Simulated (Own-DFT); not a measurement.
# What a defect does to the pressure of its cell: zincblende GaAs

Everything here is calculated. The program is Own-DFT (plane waves, in-house, since retired, never reviewed by a person); positions were held fixed, and spin and spin-orbit coupling were off.

All runs used: PBE; PseudoDojo norm-conserving scalar-relativistic files; cutoff 42 hartree; 3 x 3 x 3 k mesh centred on Gamma; Fermi-Dirac smearing of 0.1 eV.

Keep in mind (not all hold for every row): not probed for a lower state with spin; forces not confirmed at this smearing and k mesh; stress not checked against mesh or cutoff.

All runs share one cell, with vectors in Å (11.737, 0.000, 0.000); (0.000, 11.737, 0.000); (0.000, 0.000, 10.919) and a volume of 1504.3 Å³, strained against the parent crystal. Atoms were moved at random from their sites; u is the rms move along one axis. The defect's site can differ from row to row.

```
cell,formula,u (Å),P (GPa)
no defect,As32Ga32,0.0300,0.75
no defect,As32Ga32,0.0303,0.79
no defect,As32Ga32,0.0528,1.13
one P on an As site,As31Ga32P,0.0296,?
one P on an As site,As31Ga32P,0.0301,0.54
one P on an As site,As31Ga32P,0.0491,0.79
one P on an As site,As31Ga32P,0.0541,0.90
one As vacancy and one Ga vacancy,As31Ga31,0.0298,0.49
one As vacancy and one Ga vacancy,As31Ga31,0.0496,0.77
one As vacancy and one Ga vacancy,As31Ga31,0.0533,0.79
one Al on a Ga site,AlAs32Ga31,0.0298,0.78
one Al on a Ga site,AlAs32Ga31,0.0459,0.92
one Al on a Ga site,AlAs32Ga31,0.0523,1.06
one In on a Ga site,As32Ga31In,0.0305,1.38
one In on a Ga site,As32Ga31In,0.0317,1.34
one In on a Ga site,As32Ga31In,0.0520,1.79
```

## What the rows give

P = P0 + c u² + a shift for each defect gives P0 = 0.61 GPa, c = 184 ± 14 GPa/Å² and a scatter of 0.04 GPa. The shifts, and each times the cell's volume:

- one In on a Ga site: 0.61 ± 0.04 GPa, 5.7 eV
- one Al on a Ga site: -0.04 ± 0.04 GPa, -0.4 eV (not resolved)
- one P on an As site: -0.25 ± 0.04 GPa, -2.3 eV
- one As vacancy and one Ga vacancy: -0.30 ± 0.04 GPa, -2.9 eV

A positive shift means that the defect pushes the cell outwards. Shift times volume (160.2 GPa Å³ is 1 eV) depends little on the cell's size, so, taken for each site, it can be compared between cells at like pressure. The atoms around the defects weren't relaxed, which would change these numbers.

## The run left out

Asked: what pressure belongs in the blank (one P on an As site, u = 0.0296 Å)?

Estimate: 0.52 ± 0.05 GPa. The run itself gave 0.53 GPa.
